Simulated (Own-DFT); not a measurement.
# One host, several defects: 3C SiC

Everything here is calculated. The program is Own-DFT (plane waves, in-house, since retired, never reviewed by a person); positions were held fixed, and spin and spin-orbit coupling were off.

Method: PBE; PseudoDojo norm-conserving scalar-relativistic files; cutoff 42 hartree; 4 x 4 x 4 k mesh centred on Gamma; Fermi-Dirac smearing of 0.1 eV.

Limits (not all hold for every row): a neutral cation vacancy leaves holes that likely carry spin, which these runs leave out; some atoms lie very close together; not probed for a lower state with spin; forces on such cells failed a check on a denser k mesh; forces on such cells passed a denser k mesh, each cell not checked; stress not checked against mesh or cutoff.

All runs share one cell, with vectors in Å (8.719, 0.000, 0.000); (0.000, 8.719, 0.000); (0.000, 0.000, 8.719) and a volume of 662.9 Å³. The atoms are randomly displaced, by u rms on each axis. The defect's site can differ from row to row.

| cell | formula | u (Å) | P (GPa) |
|---|---|---|---|
| no defect | C32Si32 | 0.0300 | 3.83 |
| no defect | C32Si32 | 0.0325 | 4.09 |
| no defect | C32Si32 | 0.0599 | 6.05 |
| one C vacancy | C31Si32 | 0.0339 | 3.56 |
| one C vacancy | C31Si32 | 0.0476 | 4.18 |
| one C vacancy | C31Si32 | 0.0523 | 4.56 |
| one Al on a Si site and one N on a C site | AlC31NSi31 | 0.0445 | 4.82 |
| one Al on a Si site and one N on a C site | AlC31NSi31 | 0.0477 | ? |
| one Al on a Si site and one N on a C site | AlC31NSi31 | 0.0485 | 5.24 |
| one Al on a Si site and one N on a C site | AlC31NSi31 | 0.0497 | 5.31 |
| one Si on a C site | C31Si33 | 0.0312 | 10.86 |
| one Si on a C site | C31Si33 | 0.0501 | 12.66 |
| one Si on a C site | C31Si33 | 0.0536 | 13.11 |
| one Si vacancy | C32Si31 | 0.0295 | 2.90 |
| one Si vacancy | C32Si31 | 0.0311 | 3.14 |
| one Si vacancy | C32Si31 | 0.0496 | 4.29 |

## Working it out

P = P0 + c u² + a shift for each defect gives P0 = 3.06 GPa, c = 864 ± 62 GPa/Å² and a scatter of 0.19 GPa. The shifts, and each times the cell's volume:

- one Si on a C site: 7.32 ± 0.16 GPa, 30.3 eV
- one Al on a Si site and one N on a C site: 0.10 ± 0.16 GPa, 0.4 eV (not resolved)
- one C vacancy: -0.73 ± 0.16 GPa, -3.0 eV
- one Si vacancy: -0.86 ± 0.16 GPa, -3.5 eV

A positive shift means that the defect pushes the cell outwards. Shift times volume (160.2 GPa Å³ is 1 eV) depends little on the cell's size, so, taken for each site, it can be compared between cells at like pressure. The atoms around the defects weren't relaxed, which would change these numbers.

## Check

The question: what pressure belongs in the blank (one Al on a Si site and one N on a C site, u = 0.0477 Å)?

The fitted form gives 5.13 ± 0.22 GPa. The calculation gave 4.96 GPa.
